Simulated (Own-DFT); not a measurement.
# Computed records: SiGe (layered order of Si and Ge on the diamond lattice, atoms displaced)

All values are calculated (Own-DFT development build). A calculation, not a measurement: plane-wave PBE density functional theory by an unreviewed code, no spin, of a simulated periodic cell, stress positive in tension, free energy of the whole cell less one offset for each atom, forces on such cells passed a denser k mesh, this cell's mesh not checked; offsets are fitted by least squares, one for each functional and potential file, so energies compare only between cells with the same atoms and settings and are not formation energies; the far tail of each file's local potential was reset to the Coulomb form; each entry is a single point on an unrelaxed cell, so the pressure reflects the starting lattice, mostly measured values, from which strain is counted, and rises with the displacements; printed positions are rounded, which can move forces by about a meV/angstrom; the program is a retired in-house code; no spin-orbit coupling.

Settings shared by all entries: functional PBE; potential files PseudoDojo norm-conserving, scalar-relativistic, standard set; wave cutoff 42 hartree; occupations Fermi-Dirac; smearing width 0.1 eV; k mesh 3 x 3 x 3 centred on Gamma.

(1) 
```cif
# cell vector a (Å): 11.0890 0.0000 0.0000
# cell vector b (Å): 0.0000 11.0890 0.0000
# cell vector c (Å): 0.0000 0.0000 11.0890
data_SiGe
_symmetry_space_group_name_H-M 'P 1'
_symmetry_Int_Tables_number 1
_cell_length_a 11.0890
_cell_length_b 11.0890
_cell_length_c 11.0890
_cell_angle_alpha 90.000
_cell_angle_beta 90.000
_cell_angle_gamma 90.000
_cell_volume 1363.57
loop_
_atom_site_label
_atom_site_type_symbol
_atom_site_fract_x
_atom_site_fract_y
_atom_site_fract_z
_atom_site_occupancy
Ge1 Ge 0.99971 0.00060 0.00263 1
Ge2 Ge 0.99677 0.24919 0.24984 1
Ge3 Ge 0.25136 0.99815 0.25323 1
Ge4 Ge 0.24745 0.25289 0.00282 1
Ge5 Ge 0.12745 0.12492 0.12310 1
Ge6 Ge 0.12896 0.37360 0.37380 1
Ge7 Ge 0.37821 0.12737 0.37896 1
Ge8 Ge 0.37637 0.37805 0.12461 1
Si1 Si 0.00064 0.99996 0.49829 1
Si2 Si 0.99898 0.24923 0.75073 1
Si3 Si 0.25098 0.99962 0.75013 1
Si4 Si 0.24922 0.25020 0.49744 1
Si5 Si 0.12582 0.12769 0.62226 1
Si6 Si 0.12586 0.37490 0.87492 1
Si7 Si 0.36899 0.12269 0.87386 1
Si8 Si 0.37538 0.37414 0.62199 1
Ge9 Ge 0.99988 0.50211 0.99674 1
Ge10 Ge 0.99751 0.74937 0.25270 1
Ge11 Ge 0.25073 0.49951 0.25037 1
Ge12 Ge 0.25296 0.75140 0.99871 1
Ge13 Ge 0.12680 0.62381 0.12640 1
Ge14 Ge 0.12458 0.88146 0.37323 1
Ge15 Ge 0.37491 0.62363 0.37631 1
Ge16 Ge 0.37808 0.87794 0.12875 1
Si9 Si 0.99909 0.50011 0.50494 1
Si10 Si 0.99580 0.75258 0.75015 1
Si11 Si 0.25088 0.49718 0.74798 1
Si12 Si 0.25168 0.74881 0.49911 1
Si13 Si 0.12862 0.62094 0.62522 1
Si14 Si 0.12484 0.87320 0.87505 1
Si15 Si 0.37144 0.62057 0.87938 1
Si16 Si 0.37770 0.87130 0.62712 1
Ge17 Ge 0.50154 0.00248 0.00179 1
Ge18 Ge 0.49601 0.24778 0.25123 1
Ge19 Ge 0.75028 0.00394 0.24756 1
Ge20 Ge 0.74742 0.25000 0.99486 1
Ge21 Ge 0.62609 0.12377 0.12775 1
Ge22 Ge 0.61979 0.37735 0.37573 1
Ge23 Ge 0.87176 0.12631 0.36958 1
Ge24 Ge 0.87308 0.37348 0.12496 1
Si17 Si 0.50258 0.00101 0.50098 1
Si18 Si 0.50087 0.25276 0.75237 1
Si19 Si 0.74767 0.00063 0.75055 1
Si20 Si 0.75363 0.25138 0.50022 1
Si21 Si 0.62601 0.12677 0.62572 1
Si22 Si 0.62349 0.37122 0.87621 1
Si23 Si 0.87779 0.12387 0.87597 1
Si24 Si 0.87603 0.37437 0.61860 1
Ge25 Ge 0.50289 0.50005 0.99857 1
Ge26 Ge 0.49999 0.75119 0.24553 1
Ge27 Ge 0.74952 0.50190 0.25037 1
Ge28 Ge 0.75072 0.74774 0.99566 1
Ge29 Ge 0.62460 0.62586 0.12255 1
Ge30 Ge 0.62114 0.87789 0.37395 1
Ge31 Ge 0.87410 0.62515 0.37491 1
Ge32 Ge 0.87589 0.87132 0.12078 1
Si25 Si 0.49927 0.50058 0.49730 1
Si26 Si 0.49728 0.75089 0.75181 1
Si27 Si 0.74982 0.49833 0.74789 1
Si28 Si 0.75393 0.74998 0.49490 1
Si29 Si 0.62336 0.62400 0.62336 1
Si30 Si 0.62545 0.87680 0.87720 1
Si31 Si 0.87688 0.62769 0.87596 1
Si32 Si 0.88248 0.87996 0.62821 1
_calc_free_energy_of_cell_above_offsets '-6.230'  # eV
_calc_pressure 2.92  # GPa
_calc_stress_xx -2.91  # GPa
_calc_stress_yy -2.93  # GPa
_calc_stress_zz -2.9  # GPa
_calc_stress_yz 0.21  # GPa
_calc_stress_xz -0.08  # GPa
_calc_stress_xy 0.04  # GPa
```

Force:
```
element  x (eV/Å)  y (eV/Å)  z (eV/Å)
     Ge     0.362    -0.233    -0.887
     Ge     0.789      0.14    -0.226
     Ge     0.319     0.909    -0.328
     Ge     0.464    -0.054     -0.94
     Ge    -0.281    -0.093      0.73
     Ge    -0.916     0.218     0.619
     Ge    -0.532    -0.625      0.49
     Ge     0.044    -0.285     0.027
     Si     -0.12     0.726     0.509
     Si      0.18     0.183    -0.281
     Si     -0.41    -0.295    -0.442
     Si     0.244    -0.013     0.875
     Si     -0.09    -0.306     0.284
     Si    -0.271     0.034     -0.72
     Si     0.668     0.559    -0.096
     Si     0.106     0.029     0.126
     Ge     0.103    -0.301     0.009
     Ge     0.574     0.146    -0.333
     Ge      0.09     0.102    -0.014
     Ge    -0.241     0.056     0.096
     Ge    -0.234     0.419    -0.204
     Ge    -0.144    -1.177     0.941
     Ge     0.166     0.374     0.028
     Ge    -0.422      -0.1    -0.733
     Si      0.53     0.025    -0.459
     Si     0.984    -0.499    -0.009
     Si     0.102    -0.075     0.274
     Si    -0.347     0.327     0.525
     Si    -0.487       0.7      0.18
     Si    -0.112     0.298    -0.535
     Si     0.373     0.269    -1.184
     Si    -0.311     0.535    -0.327
     Ge    -0.324     0.015    -0.755
     Ge     0.529     0.431    -0.375
     Ge     0.065    -1.246    -0.001
     Ge     0.375    -0.377     0.224
     Ge    -0.242     0.788    -0.505
     Ge     0.672    -0.453     0.287
     Ge     0.342    -0.172     1.429
     Ge    -0.043     0.353    -0.441
     Si    -0.281    -0.063     0.872
     Si    -0.551    -0.594    -0.353
     Si     0.451     0.053     0.023
     Si    -0.749     -0.11     0.043
     Si      0.08     0.154     0.043
     Si     0.218     0.739    -0.938
     Si    -0.444    -0.009    -0.691
     Si     -0.05    -0.046     1.089
     Ge    -0.176    -0.159    -0.465
     Ge     0.022    -0.426     0.732
     Ge    -0.225    -0.314    -0.106
     Ge    -0.261     0.261    -0.253
     Ge     0.312     0.028     0.128
     Ge     0.717    -0.235     0.338
     Ge     0.313    -0.409     0.709
     Ge    -0.346     0.264     0.553
     Si     -0.12     0.067     1.061
     Si     0.408    -0.549     0.316
     Si     0.037     0.033     0.132
     Si    -0.517     0.592     1.346
     Si     0.237     0.363     0.057
     Si    -0.208    -0.208    -0.779
     Si    -0.315    -0.479    -1.143
     Si    -1.108    -0.284     -0.57
```

(2) 
```cif
# cell vector a (Å): 11.0890 0.0000 0.0000
# cell vector b (Å): 0.0000 11.0890 0.0000
# cell vector c (Å): 0.0000 0.0000 11.0890
data_SiGe
_symmetry_space_group_name_H-M 'P 1'
_symmetry_Int_Tables_number 1
_cell_length_a 11.0890
_cell_length_b 11.0890
_cell_length_c 11.0890
_cell_angle_alpha 90.000
_cell_angle_beta 90.000
_cell_angle_gamma 90.000
_cell_volume 1363.57
loop_
_atom_site_label
_atom_site_type_symbol
_atom_site_fract_x
_atom_site_fract_y
_atom_site_fract_z
_atom_site_occupancy
Ge1 Ge 0.99918 0.00345 0.99977 1
Ge2 Ge 0.00137 0.25102 0.24870 1
Ge3 Ge 0.24534 0.99997 0.25083 1
Ge4 Ge 0.24953 0.25370 0.00042 1
Ge5 Ge 0.12393 0.12554 0.12493 1
Ge6 Ge 0.12581 0.38016 0.37314 1
Ge7 Ge 0.37436 0.12443 0.37254 1
Ge8 Ge 0.38205 0.37303 0.12738 1
Si1 Si 0.00294 0.00488 0.50017 1
Si2 Si 0.00166 0.25222 0.75200 1
Si3 Si 0.25346 0.00142 0.74673 1
Si4 Si 0.25328 0.25057 0.49649 1
Si5 Si 0.12385 0.12576 0.62429 1
Si6 Si 0.12851 0.37524 0.87351 1
Si7 Si 0.37237 0.12528 0.87393 1
Si8 Si 0.37447 0.37498 0.62395 1
Ge9 Ge 0.00470 0.50444 0.00559 1
Ge10 Ge 0.00161 0.74835 0.24681 1
Ge11 Ge 0.24726 0.50102 0.25146 1
Ge12 Ge 0.24773 0.75018 0.99987 1
Ge13 Ge 0.12655 0.62780 0.12704 1
Ge14 Ge 0.12502 0.87415 0.37204 1
Ge15 Ge 0.37110 0.62265 0.37366 1
Ge16 Ge 0.37493 0.86752 0.11951 1
Si9 Si 0.99871 0.50329 0.50170 1
Si10 Si 0.99855 0.75106 0.74647 1
Si11 Si 0.25119 0.50031 0.74888 1
Si12 Si 0.25059 0.75035 0.49724 1
Si13 Si 0.12517 0.62306 0.62610 1
Si14 Si 0.12594 0.87451 0.87305 1
Si15 Si 0.37952 0.62279 0.87397 1
Si16 Si 0.37576 0.87570 0.62621 1
Ge17 Ge 0.50161 0.00632 0.99626 1
Ge18 Ge 0.49833 0.24807 0.25080 1
Ge19 Ge 0.74700 0.99648 0.24941 1
Ge20 Ge 0.75107 0.25239 0.00226 1
Ge21 Ge 0.62732 0.12688 0.12361 1
Ge22 Ge 0.62521 0.37297 0.37388 1
Ge23 Ge 0.87553 0.12655 0.37600 1
Ge24 Ge 0.87372 0.37113 0.12606 1
Si17 Si 0.50363 0.99798 0.49518 1
Si18 Si 0.49940 0.25024 0.74787 1
Si19 Si 0.75187 0.00039 0.75285 1
Si20 Si 0.74143 0.24760 0.49927 1
Si21 Si 0.62703 0.12231 0.62576 1
Si22 Si 0.62491 0.37519 0.87488 1
Si23 Si 0.87692 0.12620 0.87318 1
Si24 Si 0.87591 0.37440 0.62564 1
Ge25 Ge 0.50136 0.50051 0.00445 1
Ge26 Ge 0.49923 0.74884 0.24954 1
Ge27 Ge 0.74987 0.49734 0.24818 1
Ge28 Ge 0.74808 0.74681 0.99886 1
Ge29 Ge 0.62148 0.62291 0.11954 1
Ge30 Ge 0.61988 0.87483 0.37266 1
Ge31 Ge 0.87892 0.62163 0.37403 1
Ge32 Ge 0.87159 0.87986 0.12831 1
Si25 Si 0.49801 0.50223 0.50014 1
Si26 Si 0.50511 0.74923 0.74982 1
Si27 Si 0.75085 0.50073 0.75064 1
Si28 Si 0.75127 0.74578 0.49839 1
Si29 Si 0.62568 0.62893 0.62867 1
Si30 Si 0.62653 0.87692 0.87672 1
Si31 Si 0.87470 0.62290 0.87645 1
Si32 Si 0.87621 0.87652 0.62634 1
_calc_stress_yy ?
```

To be estimated
1. What stress yy does the calculation give for SiGe (layered order of Si and Ge on the diamond lattice, atoms displaced) (entry 2)?
2. Give the table of force values for SiGe (layered order of Si and Ge on the diamond lattice, atoms displaced) (entry 2).

Calculated values
1. -2.95 GPa
2. 
Force:
```
element  x (eV/Å)  y (eV/Å)  z (eV/Å)
     Ge     0.046    -0.522    -0.673
     Ge    -0.059    -0.026     0.433
     Ge     0.878    -0.317    -0.719
     Ge     0.313    -0.326    -0.367
     Ge     0.229     0.183     -0.14
     Ge    -0.459    -0.639     1.134
     Ge    -0.004    -0.382     0.761
     Ge     -1.14     0.441    -0.092
     Si    -0.342    -0.712     0.374
     Si    -0.015     -0.12    -0.271
     Si    -0.517    -0.104     0.252
     Si    -0.498     0.114     0.729
     Si     0.522     0.377     0.061
     Si    -0.373      0.52    -0.158
     Si     0.136     0.406    -0.572
     Si     0.116     0.061    -0.101
     Ge    -0.572    -0.854     -1.12
     Ge     -0.62     0.565     0.347
     Ge     0.656    -0.263    -0.798
     Ge     0.171    -0.464    -1.352
     Ge     0.368    -0.139    -0.129
     Ge    -0.355     0.002     1.116
     Ge     0.506     0.387     0.707
     Ge     0.235     1.478     0.506
     Si     0.328    -0.652     0.588
     Si     0.158     -0.29     0.538
     Si     0.161    -0.089     0.072
     Si    -0.126     0.024     0.958
     Si     0.089     0.493    -0.213
     Si    -0.215     0.283    -0.556
     Si    -0.416     0.256    -0.311
     Si     0.332    -0.288    -0.479
     Ge    -0.369    -0.714    -0.128
     Ge     0.622    -0.214     0.066
     Ge    -0.011     0.868     0.599
     Ge    -0.058    -0.319    -1.379
     Ge    -0.213    -0.126     0.281
     Ge    -0.482     0.468     0.671
     Ge    -0.376    -0.092     0.335
     Ge     0.625      0.76    -0.147
     Si     -0.68     0.432     1.258
     Si      0.02    -0.127     0.184
     Si     0.034    -0.112    -0.233
     Si     1.133     0.164     0.744
     Si    -0.418    -0.091     0.041
     Si    -0.028      0.03     -0.46
     Si    -0.245     0.267    -0.192
     Si    -0.407    -0.069    -0.252
     Ge     -0.43    -0.658    -1.615
     Ge    -0.205    -0.438    -0.184
     Ge    -0.106     0.343     0.016
     Ge     0.437     0.572    -0.328
     Ge     0.779      0.51     1.214
     Ge     0.833    -0.633     0.684
     Ge    -0.494     0.281      0.23
     Ge     0.476    -0.964    -0.842
     Si     0.362     -0.15     0.568
     Si    -0.548      0.57     0.335
     Si    -0.041    -0.175    -0.008
     Si    -0.059     0.653     0.468
     Si     0.208    -0.678    -0.632
     Si    -0.078    -0.087    -0.628
     Si     0.355      0.23     -0.62
     Si    -0.164     0.098    -0.568
```

Further results for SiGe (layered order of Si and Ge on the diamond lattice, atoms displaced) (entry 2):

```
free energy of cell above offsets : -6.084 eV
pressure                          : 2.95 GPa
stress xx                         : -2.95 GPa
stress zz                         : -2.95 GPa
stress yz                         : 0.02 GPa
stress xz                         : -0.3 GPa
stress xy                         : -0.17 GPa
```
